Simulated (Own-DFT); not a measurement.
# Energy and forces against displacement in zincblende GaP, 96 atoms (Ga48P48)

All numbers below are calculated, not measured. They come from Own-DFT, an in-house plane-wave density functional program, since retired, whose code no person has reviewed. Each row is one single-point run on a periodic cell that was not relaxed, without spin or spin-orbit coupling.

Settings of every run: PBE; PseudoDojo norm-conserving scalar-relativistic files; cutoff 42 hartree; 2 x 3 x 3 k mesh centred on Gamma; Fermi-Dirac smearing of 0.1 eV.

Known limits, some of them of some rows only: some atoms lie very close together; forces on such cells moved up to 12 meV/angstrom on a denser k mesh; forces on such cells passed a denser k mesh, each cell not checked; stress not checked against mesh or cutoff.

Cell vectors in Å: (16.352, 0.000, 0.000); (0.000, 10.901, 0.000); (0.000, 0.000, 10.901). In each run every atom was moved at random and independently from its ideal site; u is the rms move along one axis. E is the free energy for each atom above the fitted value at u = 0, and F the rms of the force components.

| run | u (Å) | E (meV/atom) | F (eV/Å) | largest force (eV/Å) | P (GPa) |
|---|---|---|---|---|---|
| 1 | 0.0200 | 7.8 | 0.294 | 1.09 | 2.73 |
| 2 | 0.0209 | 7.8 | 0.286 | 0.99 | 2.72 |
| 3 | 0.0449 | 37.1 | 0.652 | 2.09 | 3.14 |
| 4 | 0.0479 | 38.5 | 0.655 | 2.23 | 3.14 |
| 5 | 0.0488 | 40.2 | 0.683 | 2.82 | 3.19 |
| 6 | 0.0957 | 170.2 | 1.554 | 7.43 | 5.21 |
| 7 | 0.0983 | ? | ? | ? | ? |
| 8 | 0.0988 | 183.3 | 1.596 | 5.74 | 5.24 |
| 9 | 0.1519 | 383.3 | 2.722 | 22.96 | 7.71 |
| 10 | 0.1924 | 716.8 | 3.787 | 15.03 | 13.35 |

## Worked fit

For small independent moves the energy grows as E = (3/2) K u², with K the mean stiffness felt by one atom. The runs with u up to 0.11 Å give K = 12.0 ± 0.3 eV/Å², with residuals divided by u² + 0.0006 Å², since the noise grows with the moves. The scatter is 2.4 meV/atom at u = 0.05 Å. The forces follow F = G u with G = 14.7 eV/Å²; no force at u = 0 is resolved. G exceeds K because the moves of its neighbours add to the force on an atom, and stiffness differs between atoms. At u = 0.192 Å the parabola gives 667 meV/atom and the run 717. The pressure follows P = 2.57 + 279 u² GPa: at fixed volume, shortened bonds push harder than stretched ones pull.

## Withheld run

Question: what energy and rms force should run 7 give?

The fit gives 174 ± 9 meV/atom and about 1.44 eV/Å. The calculation gave 203.1 meV/atom and 1.844 eV/Å. This run lies off the fit, by chance or by something that the fit leaves out.
